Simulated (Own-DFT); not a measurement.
In3GaP4 (zincblende random alloy, atoms displaced) (calculated)

A calculation, not a measurement: plane-wave PBE density functional theory by an unreviewed code, no spin, of a simulated periodic cell, stress positive in tension, free energy of the whole cell less one offset for each atom, forces on such cells passed a denser k mesh, this cell's mesh not checked; offsets are fitted by least squares, one for each functional and potential file, so energies compare only between cells with the same atoms and settings and are not formation energies; the far tail of each file's local potential was reset to the Coulomb form; each entry is a single point on an unrelaxed cell, so the pressure reflects the starting lattice, mostly measured values, from which strain is counted, and rises with the displacements; printed positions are rounded, which can move forces by about a meV/angstrom; the program is a retired in-house code; no spin-orbit coupling; before rounding, a Quantum ESPRESSO 7.3.1 run of the same cell and cutoff gave forces within 1 meV/angstrom rms on each cell, which checks the program and not the settings. Program: Own-DFT development build.

In3GaP4 (zincblende random alloy, atoms displaced)

```xyz
64
Lattice="11.5283 0.0000 0.0000 0.0000 11.5283 0.0000 0.0000 0.0000 11.5283" Properties=species:S:1:pos:R:3 In3GaP4
In     0.0135     0.0020     0.0180
In    11.5144     2.8433     2.8687
Ga     2.8385     0.0245     2.8788
Ga     2.8759     2.9038     0.0394
P      1.4176     1.4587     1.4470
P      1.4274     4.3148     4.3082
P      4.3937     1.4405     4.3495
P      4.2711     4.2865     1.4658
In     0.0193    11.5169     5.7970
In    11.4882     2.8440     8.6596
In     2.9165    11.4865     8.6448
In     2.8835     2.8371     5.7625
P      1.4264     1.4236     7.1998
P      1.4628     4.3236    10.1171
P      4.3307     1.5078    10.0691
P      4.3211     4.2687     7.2351
In    11.5182     5.7802     0.0106
In    11.4981     8.6815     2.8888
In     2.8894     5.8166     2.8410
In     2.9148     8.6672     0.0362
P      1.4330     7.2126     1.4422
P      1.3916    10.0646     4.3758
P      4.3537     7.2012     4.3331
P      4.3502    10.1349     1.4647
In     0.0746     5.7638     5.7418
In     0.0211     8.6655     8.6448
Ga     2.8582     5.7587     8.6746
In     2.8799     8.6314     5.8312
P      1.4295     7.1224     7.2144
P      1.4759    10.0757    10.1069
P      4.3842     7.2326    10.0736
P      4.3350    10.1079     7.2434
In     5.7882    11.5098    11.4962
In     5.7925     2.8460     2.8752
In     8.6058    11.5188     2.8839
Ga     8.6369     2.9100    11.5173
P      7.1977     1.4722     1.4296
P      7.2353     4.2952     4.3203
P     10.1022     1.4450     4.3516
P     10.1183     4.3114     1.4358
Ga     5.7153     0.0326     5.7594
In     5.7625     2.8931     8.6494
In     8.6619     0.0105     8.6722
In     8.6244     2.9200     5.7431
P      7.1705     1.3733     7.2277
P      7.1837     4.3685    10.0778
P     10.1566     1.4091    10.0415
P     10.0570     4.3148     7.2320
In     5.7527     5.7746    11.4892
Ga     5.7784     8.6262     2.8715
In     8.6251     5.7159     2.8405
Ga     8.6947     8.6396    11.4934
P      7.1959     7.1943     1.4522
P      7.1993    10.0606     4.3220
P     10.1339     7.2224     4.3039
P     10.0800    10.1027     1.4702
In     5.7206     5.7490     5.7457
Ga     5.7510     8.6011     8.6327
In     8.6465     5.7989     8.6724
In     8.6535     8.7190     5.7812
P      7.2052     7.2182     7.2045
P      7.2733    10.0858    10.0565
P     10.0862     7.2153    10.0745
P     10.1233    10.0637     7.2022
```

- functional: PBE
- potential files: PseudoDojo norm-conserving, scalar-relativistic, standard set
- wave cutoff: 42 hartree
- occupations: Fermi-Dirac
- smearing width: 0.1 eV
- k mesh: 3 x 3 x 3 centred on Gamma
- free energy of cell above offsets: -31.846 eV
- pressure: 3.92 GPa
- stress xx: -3.89 GPa
- stress yy: -3.93 GPa
- stress zz: -3.95 GPa
- stress yz: 0.22 GPa
- stress xz: -0.1 GPa
- stress xy: 0.14 GPa

Force:
```
element  x (eV/Å)  y (eV/Å)  z (eV/Å)
     In    -0.018    -0.309    -0.073
     In    -0.055     0.301       0.4
     Ga     0.258    -0.181     0.322
     Ga     0.071     -0.15    -0.247
      P     1.741    -0.178    -0.152
      P     0.566    -0.215    -0.306
      P    -0.695    -1.386    -0.237
      P     0.001    -0.351    -0.852
     In    -0.325     0.235    -0.183
     In     0.776     0.768    -0.407
     In    -0.341     0.793     0.356
     In     -0.13     0.273    -0.072
      P     0.328     0.035     0.417
      P     0.944    -0.141    -0.171
      P    -0.972    -0.046     1.156
      P     -0.93     1.249      0.26
     In     0.137    -0.022    -0.197
     In     0.377    -0.203    -0.197
     In     -0.11     -0.34      0.52
     In     0.128     -0.21    -0.045
      P    -0.125     0.433    -0.085
      P     1.331     0.638    -0.947
      P     0.169      1.03    -0.876
      P    -0.142    -0.222     1.391
     In    -1.051    -0.422    -0.017
     In     0.194    -0.298     0.111
     Ga     0.366    -0.149    -0.025
     In     0.167    -0.009    -0.271
      P     1.005     0.066     1.183
      P    -0.173     0.079     0.001
      P    -0.807     0.077    -1.299
      P     1.576     -0.49    -0.489
     In    -0.025     0.312    -0.186
     In    -0.213      0.49     0.006
     In     0.135     0.375     0.159
     Ga     0.131    -0.074    -0.104
      P     1.013      0.26    -1.027
      P    -0.696     0.469     -0.17
      P    -0.324    -0.311    -0.087
      P    -0.908    -0.733    -0.819
     Ga      0.42    -0.519     0.147
     In     0.458    -0.104    -0.027
     In     0.248     -0.16    -0.541
     In     0.155    -0.783     0.647
      P    -0.366    -0.039    -1.024
      P     0.992    -1.116     0.633
      P    -1.385     0.601     1.512
      P     0.346     0.361     -0.24
     In    -0.185    -0.291      0.74
     Ga    -0.041      0.16     0.141
     In     0.423     0.454     0.392
     Ga    -0.253     0.094     0.281
      P      0.03     1.432    -0.326
      P    -1.694     0.321    -0.025
      P    -0.766    -0.436     0.328
      P    -0.728    -0.594     -1.13
     In     0.467    -0.255     0.431
     Ga     0.434     0.353    -0.093
     In    -0.129    -0.128    -0.308
     In     0.047    -0.815    -0.212
      P    -0.739     0.523      0.36
      P    -0.573    -1.726     0.378
      P    -0.327     0.771     0.854
      P    -0.206     0.457     0.344
```
